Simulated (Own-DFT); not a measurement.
# Computed records: SiC (4H silicon carbide, atoms displaced)

A calculation, not a measurement: plane-wave PBE density functional theory by an unreviewed code, no spin, of a simulated periodic cell, stress positive in tension, free energy of the whole cell less one offset for each atom, forces on such cells passed a denser k mesh, this cell's mesh not checked; offsets are fitted by least squares, one for each functional and potential file, so energies compare only between cells with the same atoms and settings and are not formation energies; the far tail of each file's local potential was reset to the Coulomb form; each entry is a single point on an unrelaxed cell, so the pressure reflects the starting lattice, mostly measured values (interpolated for alloys), from which strain is counted, and rises with the displacements; printed positions are rounded, which can move forces by about a meV/angstrom; the program, named Own-DFT, is a retired in-house code; no spin-orbit coupling. Program: Own-DFT development build.

Settings shared by all entries: functional PBE; potential files PseudoDojo norm-conserving, scalar-relativistic, standard set; wave cutoff 42 hartree; occupations Fermi-Dirac; smearing width 0.1 eV; hardware one NVIDIA H100; k mesh 4 x 4 x 3 centred on Gamma.

(1) SiC (4H silicon carbide, atoms displaced)

```
cell vectors (Å)
   9.2481     0.0000     0.0000
  -4.6241     8.0091     0.0000
   0.0000     0.0000    10.0681
atoms (fractions of the cell vectors)
Si  0.00474  0.00217  0.40513
Si  0.11182  0.22586  0.15058
C   0.00038  0.00125  0.08804
C   0.11002  0.22220  0.34281
Si  0.00082  0.33687  0.40688
Si  0.11291  0.55707  0.15373
C   0.99683  0.33443  0.08994
C   0.10926  0.55303  0.34556
Si  0.99286  0.66737  0.40489
Si  0.10572  0.88858  0.15535
C   0.99814  0.65813  0.09265
C   0.10850  0.88217  0.33935
Si  0.33580  0.99899  0.40483
Si  0.44385  0.22081  0.15536
C   0.33717  0.00799  0.09640
C   0.44967  0.22322  0.34100
Si  0.33532  0.33196  0.40562
Si  0.44760  0.56161  0.15471
C   0.33465  0.33112  0.09938
C   0.44866  0.55895  0.34430
Si  0.33811  0.66928  0.40355
Si  0.44326  0.89201  0.15647
C   0.33069  0.66795  0.09649
C   0.44219  0.89040  0.34463
Si  0.67154  0.00416  0.41064
Si  0.77328  0.22000  0.15771
C   0.66335  0.98728  0.09317
C   0.77881  0.21841  0.34803
Si  0.66454  0.33948  0.41086
Si  0.78335  0.55237  0.15477
C   0.66489  0.33208  0.09268
C   0.77436  0.55451  0.34625
Si  0.66343  0.66524  0.40762
Si  0.78026  0.89105  0.15372
C   0.67128  0.67204  0.09165
C   0.77000  0.88948  0.34421
Si  0.99830  0.00067  0.90577
Si  0.88844  0.77595  0.65597
C   0.99913  0.99984  0.59417
C   0.89042  0.78011  0.84817
Si  0.00283  0.66492  0.90365
Si  0.88608  0.44247  0.65855
C   0.99963  0.66401  0.59612
C   0.89040  0.44387  0.84081
Si  0.99492  0.33291  0.90472
Si  0.89001  0.10501  0.65539
C   0.00241  0.34064  0.59116
C   0.88893  0.10896  0.84347
Si  0.67075  0.00498  0.90645
Si  0.55262  0.77566  0.65814
C   0.67301  0.00007  0.59295
C   0.55783  0.78214  0.84557
Si  0.66093  0.65663  0.91037
Si  0.56008  0.44587  0.65539
C   0.67129  0.66534  0.59821
C   0.55143  0.44323  0.84026
Si  0.66814  0.33444  0.90463
Si  0.54927  0.10230  0.65497
C   0.66103  0.33315  0.59486
C   0.55581  0.11281  0.84142
Si  0.33370  0.00355  0.90929
Si  0.22630  0.77981  0.65332
C   0.33384  0.99879  0.58732
C   0.21857  0.77563  0.84270
Si  0.33589  0.66845  0.90876
Si  0.21790  0.44035  0.65562
C   0.33583  0.66521  0.59459
C   0.21896  0.43935  0.84075
Si  0.33053  0.33913  0.90504
Si  0.21844  0.10739  0.65052
C   0.33038  0.33285  0.59364
C   0.22435  0.10778  0.84660
```

The calculation gives: free energy of cell above offsets -10.855 eV; pressure 3.68 GPa; stress xx -3.7 GPa; stress yy -2.86 GPa; stress zz -4.47 GPa; stress yz 0.15 GPa; stress xz -0.17 GPa; stress xy 0.17 GPa; wall time 360.5 s.

Force:
```
element  x (eV/Å)  y (eV/Å)  z (eV/Å)
     Si    -1.142    -0.583    -0.433
     Si    -0.164    -0.484     0.998
      C    -0.153     0.234     1.234
      C     0.361     0.257    -0.171
     Si     0.298    -0.637    -0.321
     Si    -0.197    -0.877      1.16
      C       0.2    -0.214     0.408
      C    -0.087     1.025    -0.647
     Si     1.602    -0.802     0.708
     Si     0.895    -0.226    -0.713
      C    -0.033     1.649    -0.383
      C    -0.331     1.322     0.904
     Si     -0.72     0.187    -0.857
     Si      0.16     1.061     0.438
      C    -0.329    -1.827    -0.534
      C    -0.792    -0.293     0.742
     Si    -0.566     0.271    -0.362
     Si      0.46    -0.689     0.602
      C     -0.64      1.36    -1.508
      C    -0.487    -0.734    -0.209
     Si    -0.835    -0.484     0.591
     Si     0.374    -0.288     0.263
      C     0.559     0.181    -0.601
      C     1.168     0.032    -0.094
     Si    -0.889    -0.774    -0.942
     Si     0.693    -0.549     0.105
      C    -1.183     2.342    -0.194
      C    -1.041     1.459    -0.468
     Si     1.311    -1.341    -0.723
     Si    -1.698       0.2     0.441
      C     0.217    -0.128    -0.171
      C    -0.004     0.366    -0.786
     Si     0.394     0.913     0.143
     Si      0.26    -0.415     0.797
      C     0.338    -1.342      0.93
      C     2.019    -0.258    -0.126
     Si     0.896    -0.276    -0.522
     Si      0.57      0.22     0.999
      C     0.626    -0.701    -0.725
      C    -0.172    -1.063    -0.644
     Si    -1.051     0.336     0.184
     Si     0.062     0.111    -1.144
      C    -0.186     0.571    -0.671
      C    -0.765         0     0.718
     Si     1.029     -0.32    -0.229
     Si    -0.741      1.78     0.206
      C    -0.164    -1.677     0.754
      C    -0.213     0.655    -0.164
     Si    -0.392    -0.973    -0.116
     Si     1.006     0.114     0.052
      C    -1.186    -0.491      0.73
      C     0.076    -0.764     0.143
     Si     0.271     2.084    -1.376
     Si    -1.548    -0.336     0.219
      C    -1.203     0.234    -0.985
      C     0.519     -0.22     0.985
     Si    -0.513    -0.107    -0.224
     Si     0.727     1.387     -0.12
      C     1.201    -0.776     0.207
      C     0.113    -0.324     0.584
     Si     0.514    -0.761    -0.457
     Si    -0.435    -0.874     0.305
      C    -0.482    -0.171      0.82
      C     1.169     0.833     0.328
     Si    -0.455     -0.12     -0.86
     Si     0.354     0.775    -0.329
      C    -0.386     0.074    -0.461
      C    -0.815     1.134     0.871
     Si     1.289     -1.76     0.455
     Si     0.776     0.665      1.47
      C     0.754    -0.142    -0.274
      C     -1.26     0.968     -0.95
```

(2) SiC (4H silicon carbide, atoms displaced)

```
cell vectors (Å)
   9.2481     0.0000     0.0000
  -4.6241     8.0091     0.0000
   0.0000     0.0000    10.0681
atoms (fractions of the cell vectors)
Si  0.00202  0.00027  0.40204
Si  0.11070  0.22213  0.15979
C   0.00108  0.00571  0.09194
C   0.10526  0.21625  0.34503
Si  0.99935  0.33218  0.40373
Si  0.10964  0.55568  0.15961
C   0.00250  0.33941  0.08893
C   0.11027  0.55680  0.34434
Si  0.00201  0.67117  0.40691
Si  0.11576  0.89104  0.15616
C   0.00284  0.66864  0.09089
C   0.11602  0.88940  0.34660
Si  0.33910  0.00673  0.40657
Si  0.44352  0.21850  0.15827
C   0.33263  0.00421  0.08934
C   0.44294  0.22634  0.34995
Si  0.33043  0.33753  0.40666
Si  0.44257  0.55155  0.15167
C   0.32959  0.33438  0.09694
C   0.44951  0.55634  0.33999
Si  0.32828  0.66046  0.40652
Si  0.44387  0.88526  0.15474
C   0.33753  0.66834  0.09389
C   0.44056  0.88911  0.34991
Si  0.66520  0.00112  0.40468
Si  0.78518  0.22900  0.15379
C   0.67062  0.00120  0.09700
C   0.77551  0.22190  0.34083
Si  0.67032  0.33747  0.41109
Si  0.77587  0.55417  0.15182
C   0.66416  0.33418  0.09739
C   0.77793  0.55222  0.34669
Si  0.67245  0.66830  0.40645
Si  0.77682  0.88933  0.15582
C   0.66906  0.66141  0.09574
C   0.77983  0.88905  0.34191
Si  0.00127  0.00340  0.90891
Si  0.89142  0.77836  0.65689
C   0.00211  0.99933  0.59460
C   0.89721  0.78346  0.84213
Si  0.99884  0.66127  0.91005
Si  0.88949  0.44612  0.65664
C   0.00691  0.66612  0.59063
C   0.88713  0.44146  0.84574
Si  0.99758  0.33461  0.90964
Si  0.89048  0.11150  0.65831
C   0.99665  0.32959  0.58952
C   0.88328  0.10717  0.84466
Si  0.66626  0.99707  0.91118
Si  0.55911  0.77793  0.65189
C   0.67068  0.00141  0.59037
C   0.55848  0.77935  0.84594
Si  0.66598  0.67095  0.90643
Si  0.55599  0.44474  0.65290
C   0.66695  0.66129  0.59212
C   0.55156  0.44084  0.84607
Si  0.66665  0.33402  0.90958
Si  0.55932  0.11918  0.65457
C   0.66500  0.33278  0.59014
C   0.55482  0.11323  0.84294
Si  0.33488  0.00139  0.90663
Si  0.22767  0.78303  0.65670
C   0.33840  0.00518  0.59658
C   0.22599  0.77759  0.84248
Si  0.32643  0.66392  0.90088
Si  0.21907  0.44955  0.65627
C   0.33230  0.66474  0.59010
C   0.22432  0.44577  0.84268
Si  0.33263  0.33336  0.90478
Si  0.21630  0.10188  0.65578
C   0.33956  0.33293  0.59582
C   0.22078  0.11167  0.84568
```

Results for SiC (4H silicon carbide, atoms displaced): free energy of cell above offsets -11.103 eV; pressure 3.56 GPa; stress xx -2.3 GPa; stress yy -3.71 GPa; stress zz -4.69 GPa; stress yz 0.2 GPa; stress xz -0.31 GPa; stress xy 0.02 GPa; wall time 354.7 s.

Force:
```
element  x (eV/Å)  y (eV/Å)  z (eV/Å)
     Si    -0.206     -0.75     1.103
     Si    -0.302     0.345    -0.842
      C     0.289     -0.94     0.975
      C     0.317     1.427    -0.166
     Si    -0.677    -0.178      0.17
     Si     0.654     0.647    -0.821
      C     0.399    -0.479     1.732
      C     -0.01     -0.61     0.001
     Si      0.13    -0.857    -0.266
     Si    -0.905     0.017    -0.083
      C    -0.243    -0.202     1.236
      C    -0.425     0.473    -0.751
     Si    -0.397    -0.448     0.717
     Si    -0.691     1.059     0.487
      C     1.041    -0.884     1.033
      C     0.607    -0.084    -1.023
     Si     0.759    -0.374     0.415
     Si     0.347     0.835     0.865
      C     0.744    -0.859    -0.828
      C    -0.917     0.196     0.587
     Si      0.85      1.02    -0.662
     Si    -0.274     1.009     0.826
      C    -0.844    -0.634    -0.623
      C     0.682    -0.392    -1.264
     Si      0.47    -0.235    -0.179
     Si    -0.969    -0.791     0.476
      C    -0.793     0.208    -0.324
      C     0.302     0.383     0.396
     Si    -0.335    -0.832    -1.743
     Si     0.949     0.129     1.549
      C      0.71    -0.467    -0.721
      C     0.283     1.131    -0.834
     Si    -0.579    -0.366    -0.563
     Si     0.855    -0.492     0.091
      C    -1.349     1.264    -0.875
      C    -0.235     0.038     0.452
     Si     0.106      -0.2    -0.816
     Si     0.283    -0.345    -0.352
      C    -0.766    -0.298    -0.835
      C    -0.656    -1.029     0.915
     Si    -0.046     1.205     -1.59
     Si     0.183     -0.41    -0.391
      C     -0.91     0.444     0.985
      C    -0.228     0.432    -0.233
     Si     0.923    -0.566     -1.69
     Si     -0.08    -0.298    -0.493
      C      0.11     0.655     0.872
      C     0.575     0.951     0.427
     Si     -0.72      0.55     -0.95
     Si    -0.306     0.016     0.578
      C     -0.49     0.076     0.535
      C    -0.986     -0.31    -0.745
     Si      1.32    -0.914    -0.141
     Si     0.072    -0.468     1.158
      C     0.071     1.209     0.234
      C     0.692     1.085    -0.494
     Si    -0.575    -0.325    -0.402
     Si     0.584    -1.358     0.538
      C     0.711     0.973     1.399
      C     0.703    -0.146     0.564
     Si    -0.354     0.056    -0.918
     Si     0.147    -0.398    -0.509
      C    -0.106    -0.678    -0.578
      C    -1.195     0.204      0.32
     Si     1.743     0.523     1.153
     Si     1.289    -1.406    -0.354
      C       0.2     0.698     0.813
      C    -1.034    -0.524     0.203
     Si    -0.108    -0.245     0.409
     Si     0.629     2.023     0.581
      C    -2.189    -0.284    -0.461
      C     0.172     -0.21    -0.275
```

(3) SiC (4H silicon carbide, atoms displaced)

```
cell vectors (Å)
   9.2481     0.0000     0.0000
  -4.6241     8.0091     0.0000
   0.0000     0.0000    10.0681
atoms (fractions of the cell vectors)
Si  0.00744  0.99749  0.40240
Si  0.11235  0.22378  0.15593
C   0.99844  0.00241  0.09221
C   0.11634  0.22017  0.34275
Si  0.99448  0.33052  0.40982
Si  0.11551  0.55302  0.15618
C   0.00160  0.33232  0.09880
C   0.11101  0.55404  0.34164
Si  0.00139  0.66600  0.40556
Si  0.10890  0.89019  0.16218
C   0.99851  0.66918  0.08845
C   0.10888  0.88588  0.34307
Si  0.33212  0.00041  0.40578
Si  0.44363  0.22466  0.15376
C   0.33638  0.00159  0.09123
C   0.44027  0.22423  0.34291
Si  0.32744  0.32972  0.40989
Si  0.44389  0.55047  0.15332
C   0.34148  0.34293  0.09325
C   0.44722  0.55695  0.34276
Si  0.33248  0.66207  0.40700
Si  0.43965  0.88886  0.15644
C   0.33625  0.66740  0.09398
C   0.44496  0.88378  0.33824
Si  0.66594  0.99567  0.40645
Si  0.77334  0.21855  0.15542
C   0.66646  0.99828  0.09033
C   0.77391  0.22361  0.34248
Si  0.65937  0.32602  0.40981
Si  0.78819  0.55833  0.15589
C   0.66566  0.33000  0.09210
C   0.77655  0.55160  0.34270
Si  0.66738  0.66233  0.40646
Si  0.77497  0.88665  0.15751
C   0.66889  0.66964  0.09932
C   0.77392  0.88863  0.34325
Si  0.99578  0.99981  0.90343
Si  0.88323  0.77441  0.66115
C   0.99594  0.99145  0.58771
C   0.88115  0.77763  0.83926
Si  0.99611  0.66457  0.90097
Si  0.89351  0.45064  0.66153
C   0.00347  0.67156  0.59353
C   0.89087  0.44439  0.84303
Si  0.99724  0.33132  0.90238
Si  0.88974  0.11140  0.65571
C   0.00551  0.33286  0.59291
C   0.88669  0.10663  0.84950
Si  0.66339  0.00311  0.90962
Si  0.55454  0.78027  0.65742
C   0.66487  0.99794  0.59643
C   0.55751  0.78190  0.83843
Si  0.66630  0.66105  0.90297
Si  0.55524  0.44883  0.65661
C   0.66315  0.66210  0.59394
C   0.55017  0.43855  0.84495
Si  0.66595  0.33411  0.90711
Si  0.56126  0.11194  0.65739
C   0.66142  0.32804  0.58974
C   0.55447  0.11026  0.84260
Si  0.33416  0.00105  0.90487
Si  0.21412  0.77524  0.65393
C   0.33818  0.00145  0.59567
C   0.22383  0.77963  0.84224
Si  0.33423  0.66981  0.91472
Si  0.23152  0.44591  0.65617
C   0.33348  0.66183  0.59259
C   0.22733  0.44635  0.83925
Si  0.33175  0.32975  0.90778
Si  0.22534  0.11288  0.65579
C   0.33144  0.32723  0.59188
C   0.22152  0.11084  0.84517
```

Results for SiC (4H silicon carbide, atoms displaced): free energy of cell above offsets -10.525 eV; pressure 3.77 GPa; stress xx -2.16 GPa; stress yy -3.1 GPa; stress zz -6.06 GPa; stress yz -0.04 GPa; stress xz -0.15 GPa; stress xy 0.2 GPa; wall time 358.8 s.

Force:
```
element  x (eV/Å)  y (eV/Å)  z (eV/Å)
     Si    -2.414     0.256     0.397
     Si     0.429    -0.148     0.005
      C     0.493    -0.365     0.345
      C    -1.611    -0.126     0.251
     Si      0.72     0.007    -1.272
     Si    -1.163     0.466    -0.346
      C     -0.63     0.094    -1.442
      C     0.019    -0.083     0.796
     Si     -0.38    -0.729    -0.093
     Si      0.34     0.052    -2.478
      C     1.484     0.072     0.525
      C     0.991    -0.234     0.486
     Si     0.913    -0.105    -0.026
     Si     0.496     -0.16     0.507
      C    -1.143    -0.018     0.528
      C     0.423    -0.697     0.021
     Si     0.953     1.155    -1.151
     Si     0.323     2.294     1.339
      C    -0.767    -2.521     -0.61
      C    -0.323    -1.017     0.322
     Si     0.148     0.357     -0.56
     Si     1.256     0.127    -0.537
      C    -0.223    -0.227     0.691
      C    -0.913     0.537     1.673
     Si    -0.603     0.697    -0.107
     Si     0.571     0.222     0.126
      C    -0.652    -0.075     1.175
      C     0.494    -0.967     0.593
     Si     0.142     0.944    -1.495
     Si    -1.879    -0.832     0.079
      C     0.022     0.847     0.155
      C     0.533     0.102     0.646
     Si    -0.426     0.512     -0.49
     Si     0.016     0.672    -0.272
      C      0.51    -1.099    -1.629
      C     1.537    -0.251     0.439
     Si     0.973    -0.325     0.861
     Si     0.242     0.399    -2.297
      C     0.223     1.039     1.264
      C     1.397    -0.244     1.402
     Si     0.468      1.21     0.635
     Si    -0.038    -1.227    -2.228
      C    -1.244    -1.096    -0.061
      C    -0.815    -0.166     0.581
     Si     1.402     0.196     0.999
     Si     0.367    -0.562     0.043
      C    -0.769     0.397     0.938
      C    -0.839     1.038    -1.443
     Si     0.811    -0.933    -1.092
     Si     0.095    -0.738    -0.636
      C     0.551     0.453    -0.841
      C    -0.114    -0.637     2.114
     Si    -1.579     0.833     1.179
     Si     0.422    -1.816    -0.224
      C    -0.038     0.942     -0.05
      C     0.599     0.603    -0.343
     Si     0.159    -0.564    -0.354
     Si    -0.921    -0.285    -0.229
      C      0.64     1.353     1.894
      C     0.063     0.721     0.428
     Si      -0.3    -0.347    -0.105
     Si     2.493     0.846     0.553
      C    -0.467    -0.421    -0.541
      C    -0.553    -0.488     0.384
     Si     0.422    -0.293    -2.825
     Si    -1.012      -0.5    -0.361
      C     -0.66     0.976    -0.015
      C    -0.622    -0.196     1.622
     Si    -0.568     0.549    -0.378
     Si    -0.371    -1.247      0.06
      C     0.161     1.052     0.692
      C    -0.265    -0.283    -0.219
```
